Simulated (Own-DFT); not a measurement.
## Calculated data, Si12O23 (quartz with two neutral oxygen vacancies, atoms displaced)

Computed with Own-DFT development build. A calculation, not a measurement: plane-wave PBE and HSE06 DFT by an unreviewed code, no spin, of a simulated cell at Gamma alone, so results move with cell size and shape, stress positive in tension, energies less offsets, not probed for a lower state with spin; oxygen file: force components 24 meV/angstrom off all-electron in a glass; k mesh not checked against a denser one; forces and stress are PBE's, HSE06 gives the energy alone, and its difference from PBE has offsets of its own; offsets are fitted by least squares, one for each functional and potential file, so energies compare only between cells with the same atoms and settings and are not formation energies; the far tail of each file's local potential was reset to the Coulomb form; each entry is a single point on an unrelaxed cell, so the pressure reflects the starting lattice, mostly measured values (interpolated for alloys), from which strain is counted, and rises with the displacements; printed positions are rounded, which can move forces by about a meV/angstrom; the program, named Own-DFT, is a retired in-house code; no spin-orbit coupling.

Common to all runs: first functional PBE; second functional HSE06; exact exchange share 0.25; screening 0.11 1/bohr; exchange divergence Gygi-Baldereschi; potential files PseudoDojo norm-conserving, scalar-relativistic, made for PBE, standard set; wave cutoff 48 hartree; occupations fixed; k mesh 1 x 1 x 1 centred on Gamma.

(1) Si12O23 (quartz with two neutral oxygen vacancies, atoms displaced)

```
cell vectors (Å)
   9.8268     0.0000     0.0000
  -4.9134     8.5103     0.0000
   0.0000     0.0000    10.8104
atoms (fractions of the cell vectors)
Si  0.23864  0.99808  0.99650
Si  0.00274  0.24026  0.33643
Si  0.27570  0.26630  0.16614
O   0.21148  0.14145  0.06180
O   0.42881  0.28878  0.21786
O   0.07270  0.36302  0.44295
O   0.12789  0.20841  0.26451
O   0.28700  0.42336  0.10760
Si  0.23961  0.99389  0.50450
Si  0.99396  0.23365  0.82708
Si  0.26338  0.26820  0.67368
O   0.19551  0.12273  0.55131
O   0.43027  0.29308  0.73156
O   0.37616  0.07859  0.89258
O   0.08226  0.36955  0.94588
O   0.14674  0.20829  0.77580
O   0.28178  0.41840  0.60094
Si  0.23892  0.50245  0.99703
Si  0.99344  0.73191  0.33440
Si  0.26315  0.76288  0.16796
O   0.20152  0.63347  0.06212
O   0.42811  0.79848  0.22674
O   0.35885  0.56251  0.40013
O   0.08098  0.87782  0.44681
O   0.13788  0.70643  0.26958
O   0.28881  0.92428  0.11113
Si  0.23664  0.50090  0.49495
Si  0.99234  0.73677  0.83449
Si  0.27075  0.76105  0.66497
O   0.20138  0.62584  0.56489
O   0.42880  0.80323  0.72659
O   0.37376  0.56962  0.88492
O   0.06936  0.86024  0.94051
O   0.12775  0.70175  0.77398
O   0.30312  0.93373  0.60378
Si  0.74261  0.00274  0.99574
Si  0.49730  0.23509  0.32797
Si  0.75007  0.25989  0.16754
O   0.71130  0.13539  0.06013
O   0.93029  0.29337  0.23074
O   0.86385  0.07547  0.39036
O   0.64010  0.21953  0.27720
O   0.78946  0.42137  0.10675
Si  0.73134  0.99210  0.49822
Si  0.50351  0.23151  0.83848
Si  0.76545  0.27048  0.67955
O   0.71635  0.13696  0.54856
O   0.92117  0.27913  0.72359
O   0.86218  0.08470  0.89590
O   0.56981  0.36348  0.94297
O   0.63647  0.21037  0.78594
O   0.79761  0.43129  0.59791
Si  0.72822  0.49700  0.00143
Si  0.50399  0.73455  0.33288
Si  0.76716  0.76142  0.17267
O   0.69820  0.62618  0.05738
O   0.92452  0.78557  0.22312
O   0.87246  0.57801  0.38998
O   0.57752  0.86776  0.44589
O   0.63584  0.71191  0.27299
O   0.79492  0.92441  0.10739
Si  0.72860  0.48974  0.50216
Si  0.48569  0.72465  0.82312
Si  0.77261  0.76939  0.66294
O   0.69619  0.62046  0.56626
O   0.92972  0.80086  0.72365
O   0.85872  0.56494  0.88975
O   0.57876  0.87271  0.93892
O   0.62416  0.70612  0.77598
O   0.78527  0.92739  0.60345
```

| Property | Result |
| --- | --- |
| PBE energy of cell above offsets | -13.771 eV |
| HSE06 less PBE above offsets | 0.210 eV |
| PBE pressure | 9.95 GPa |
| PBE stress xx | -12.86 GPa |
| PBE stress yy | -7.03 GPa |
| PBE stress zz | -9.96 GPa |
| PBE stress yz | 3.53 GPa |
| PBE stress xz | -1.86 GPa |
| PBE stress xy | -1.5 GPa |

Force:
| element | x (eV/Å) | y (eV/Å) | z (eV/Å) |
| --- | --- | --- | --- |
| Si | -1.394 | 1.083 | 1.809 |
| Si | 0.114 | -2.32 | -1.553 |
| Si | -6.513 | 0.626 | 0.308 |
| O | 1.564 | -4.077 | -3.661 |
| O | 2.873 | 1.549 | 0.323 |
| O | -0.321 | 1.499 | 1.45 |
| O | 2.016 | 0.035 | 0.289 |
| O | 0.896 | 1.429 | -0.132 |
| Si | -0.874 | 5.819 | -3.55 |
| Si | 5.715 | 1.353 | 4.857 |
| Si | 4.97 | -0.412 | -6.682 |
| O | -0.054 | 2.945 | 3.024 |
| O | -0.591 | 0.066 | -0.949 |
| O | -1.859 | -4.762 | 2.069 |
| O | -2.485 | -3.613 | -3.917 |
| O | -6.362 | -1.963 | 5.147 |
| O | 1.164 | 0.013 | 1.806 |
| Si | 0.99 | 1.575 | 1.886 |
| Si | 4.401 | 4.028 | -0.215 |
| Si | 1.357 | 0.699 | -1.276 |
| O | 1.283 | -1.216 | -1.926 |
| O | 1.669 | -0.464 | 1.262 |
| O | 5.675 | 5.506 | -6.741 |
| O | -2.396 | -5.058 | -3.905 |
| O | -3.844 | -0.685 | 3.664 |
| O | -0.41 | 1.468 | -1.241 |
| Si | -4.686 | -3.335 | 4.617 |
| Si | 2.013 | -2.765 | -1.239 |
| Si | -5.021 | 1.044 | 0.235 |
| O | 0.026 | 0.075 | -0.765 |
| O | 0.623 | 0.882 | -0.528 |
| O | -2.489 | -3.49 | 2.535 |
| O | 0.418 | 2.327 | 1.593 |
| O | 0.436 | 0.827 | -0.837 |
| O | 3.762 | -3.251 | 4.04 |
| Si | -3.284 | -2.942 | 4.93 |
| Si | -0.538 | -0.678 | 5.832 |
| Si | 6.854 | 1.13 | -0.92 |
| O | -0.399 | -0.755 | -0.397 |
| O | -3.927 | 0.565 | -2.408 |
| O | 0.371 | -1.284 | 0.248 |
| O | -1.046 | -1.794 | 1.97 |
| O | -0.797 | 1.708 | -0.832 |
| Si | 1.175 | 6.517 | -1.513 |
| Si | -3.002 | 3.958 | -0.885 |
| Si | -1.189 | -1.299 | -6.522 |
| O | -1.887 | 2.679 | 3.687 |
| O | -0.587 | 1.995 | -1.99 |
| O | 3.23 | 1.237 | -3.622 |
| O | -0.691 | -0.29 | 0.309 |
| O | 3.63 | -0.351 | -1.664 |
| O | 4.312 | -3.481 | 5.935 |
| Si | 1.894 | -0.542 | -0.148 |
| Si | -3.253 | -0.004 | 1.421 |
| Si | -1.902 | 0.706 | -4.904 |
| O | -0.938 | 2.337 | 2.143 |
| O | 1.757 | 0.842 | 0.545 |
| O | -1.819 | -3.59 | 2.735 |
| O | -3.49 | -5.368 | -3.321 |
| O | 0.24 | -1.318 | 1.181 |
| O | 0.38 | -0.222 | -0.191 |
| Si | -3.766 | 0.153 | -6.439 |
| Si | 2.777 | 5.318 | 3.363 |
| Si | -4.397 | -1.728 | 0.494 |
| O | -0.204 | 1.533 | 0.303 |
| O | 1.064 | 0.525 | 0.612 |
| O | 0.001 | 0.954 | -0.402 |
| O | -1.157 | -2.206 | -1.782 |
| O | 4.535 | 0.553 | -3.173 |
| O | 3.39 | -2.293 | 3.609 |

(2) Si12O23 (quartz with two neutral oxygen vacancies, atoms displaced)

```
cell vectors (Å)
   9.8268     0.0000     0.0000
  -4.9134     8.5103     0.0000
   0.0000     0.0000    10.8104
atoms (fractions of the cell vectors)
Si  0.23132  0.99364  0.00401
Si  0.00024  0.23254  0.32608
Si  0.26351  0.25759  0.16666
O   0.20765  0.13096  0.06228
O   0.41639  0.28857  0.23409
O   0.37016  0.07449  0.39462
O   0.06667  0.36678  0.43906
O   0.14117  0.21044  0.27337
O   0.28565  0.42182  0.11195
Si  0.24475  0.00182  0.50501
Si  0.99739  0.22956  0.84008
Si  0.26519  0.26686  0.66947
O   0.20977  0.13776  0.55438
O   0.42484  0.29275  0.73158
O   0.35201  0.06604  0.89935
O   0.07794  0.37002  0.94233
O   0.13474  0.20239  0.78105
O   0.28975  0.43280  0.61650
Si  0.22923  0.49305  0.99712
Si  0.99596  0.73751  0.33790
Si  0.26986  0.77633  0.16698
O   0.20976  0.63461  0.06722
O   0.43028  0.78742  0.23181
O   0.36318  0.57319  0.38930
O   0.07701  0.86038  0.43692
O   0.13177  0.71075  0.27614
O   0.29165  0.92416  0.10312
Si  0.22996  0.49911  0.49634
Si  0.99616  0.73456  0.83436
Si  0.27160  0.76894  0.67488
O   0.19486  0.61860  0.55618
O   0.42794  0.79084  0.72925
O   0.35784  0.57766  0.89567
O   0.08002  0.87709  0.93923
O   0.13207  0.70191  0.77138
O   0.29870  0.93184  0.60770
Si  0.73437  0.99435  0.00295
Si  0.49274  0.23936  0.32848
Si  0.76177  0.26263  0.17142
O   0.71489  0.13206  0.05213
O   0.92435  0.28200  0.22926
O   0.86252  0.07163  0.39524
O   0.57273  0.37053  0.43133
O   0.62820  0.19950  0.26842
O   0.78756  0.41881  0.10663
Si  0.74364  0.99705  0.50041
Si  0.50286  0.23113  0.84314
Si  0.76578  0.26361  0.66121
O   0.68989  0.12107  0.56047
O   0.92632  0.29025  0.73364
O   0.85849  0.07123  0.89709
O   0.63162  0.20613  0.77359
O   0.79255  0.42607  0.60205
Si  0.73497  0.49676  0.99417
Si  0.50170  0.73262  0.33407
Si  0.76377  0.76732  0.16777
O   0.93085  0.79656  0.22766
O   0.86191  0.57171  0.38773
O   0.56896  0.86286  0.44444
O   0.63757  0.71663  0.27498
O   0.79345  0.91778  0.10350
Si  0.73046  0.50593  0.50307
Si  0.51119  0.74068  0.83550
Si  0.76911  0.76665  0.67119
O   0.70977  0.64236  0.55939
O   0.92798  0.80370  0.72562
O   0.86408  0.56844  0.89918
O   0.56715  0.86664  0.93476
O   0.63296  0.70376  0.76650
O   0.79481  0.92701  0.60595
```

| Item | Value |
| --- | --- |
| PBE energy of cell above offsets | -17.382 eV |
| HSE06 less PBE above offsets | 0.055 eV |
| PBE pressure | 9.22 GPa |
| PBE stress xx | -10.2 GPa |
| PBE stress yy | -6.83 GPa |
| PBE stress zz | -10.64 GPa |
| PBE stress yz | 3.4 GPa |
| PBE stress xz | -0.56 GPa |
| PBE stress xy | 0.17 GPa |

Force:
| element | x (eV/Å) | y (eV/Å) | z (eV/Å) |
| --- | --- | --- | --- |
| Si | -1.087 | 2.534 | 1.064 |
| Si | 2.613 | -0.634 | 5.277 |
| Si | -1.809 | 2.415 | -1.333 |
| O | -0.28 | -0.91 | -0.718 |
| O | -1.139 | 1.987 | -3.542 |
| O | 0.318 | 0.084 | -0.517 |
| O | 0.043 | -1.666 | -1.205 |
| O | -1.926 | -1.411 | 1.924 |
| O | 0.387 | -0.019 | -0.795 |
| Si | -3.231 | 0.136 | -3.263 |
| Si | 0.667 | 0.754 | -0.938 |
| Si | -0.523 | -0.052 | -0.458 |
| O | -0.144 | 0.326 | 0.905 |
| O | 1.258 | -0.105 | 0.882 |
| O | 3.356 | 2.694 | -3.27 |
| O | -3.494 | -4.336 | -2.111 |
| O | -0.487 | -0.266 | 0.041 |
| O | 0.095 | -0.479 | -0.938 |
| Si | 1.957 | 4.599 | 5.13 |
| Si | 1.623 | -2.52 | -2.876 |
| Si | 1.77 | -5.409 | 3.499 |
| O | 0.108 | -0.725 | -0.961 |
| O | -3.314 | 1.75 | -3.237 |
| O | 0.283 | -1.418 | 0.543 |
| O | 0.834 | 4.517 | 4.677 |
| O | 1.217 | 0.414 | -1.147 |
| O | 0.87 | 1.98 | 1.002 |
| Si | 2.429 | -1.8 | 0.049 |
| Si | 1.389 | 0.78 | 0.164 |
| Si | -0.859 | -1.815 | -4.457 |
| O | -2.337 | 5.492 | 3.76 |
| O | 1.203 | 0.597 | -0.014 |
| O | 2.649 | 1.665 | -2.163 |
| O | -3.144 | -4.698 | -2.56 |
| O | -2.366 | -0.025 | 1.68 |
| O | 2.071 | -2.109 | 2.946 |
| Si | -1.497 | -0.932 | -0.75 |
| Si | 5.371 | -2.857 | 3.713 |
| Si | 1.904 | -0.933 | -2.726 |
| O | -1.762 | 2.307 | 2.795 |
| O | -3.596 | 1.354 | -3.889 |
| O | 2.485 | 1.73 | -2.885 |
| O | 0.178 | 1.559 | 1.688 |
| O | -2.591 | -0.48 | 1.9 |
| O | -0.032 | 0.871 | -0.428 |
| Si | -5.722 | -0.519 | 0.147 |
| Si | -1.399 | 1.64 | 0.482 |
| Si | -0.002 | -1.024 | 1.307 |
| O | 1.307 | 0.436 | 0.097 |
| O | -1.28 | 0.165 | -1.34 |
| O | 1.858 | -0.146 | -1.475 |
| O | 1.236 | -0.257 | -0.835 |
| O | 0.029 | 0.183 | 0.504 |
| Si | -5.262 | -2.613 | 4.532 |
| Si | -1.167 | 0.545 | 2.826 |
| Si | 3.624 | -4.833 | 0.193 |
| O | -1.813 | 0.728 | -1.297 |
| O | -1.172 | -1.049 | 1.516 |
| O | 1.078 | 0.406 | 0.35 |
| O | 1.834 | -0.969 | -0.048 |
| O | -0.786 | 2.893 | -1.258 |
| Si | 1.536 | -1.538 | -2.964 |
| Si | -2.571 | -4.535 | -1.74 |
| Si | -1.927 | 1.099 | -3.386 |
| O | -0.35 | -0.186 | -0.003 |
| O | 3.754 | -0.268 | 2.445 |
| O | 3.718 | 3.551 | -4.627 |
| O | 1.241 | 3.062 | 3.436 |
| O | -1.03 | -0.866 | 2.296 |
| O | 1.808 | -0.854 | 2.388 |
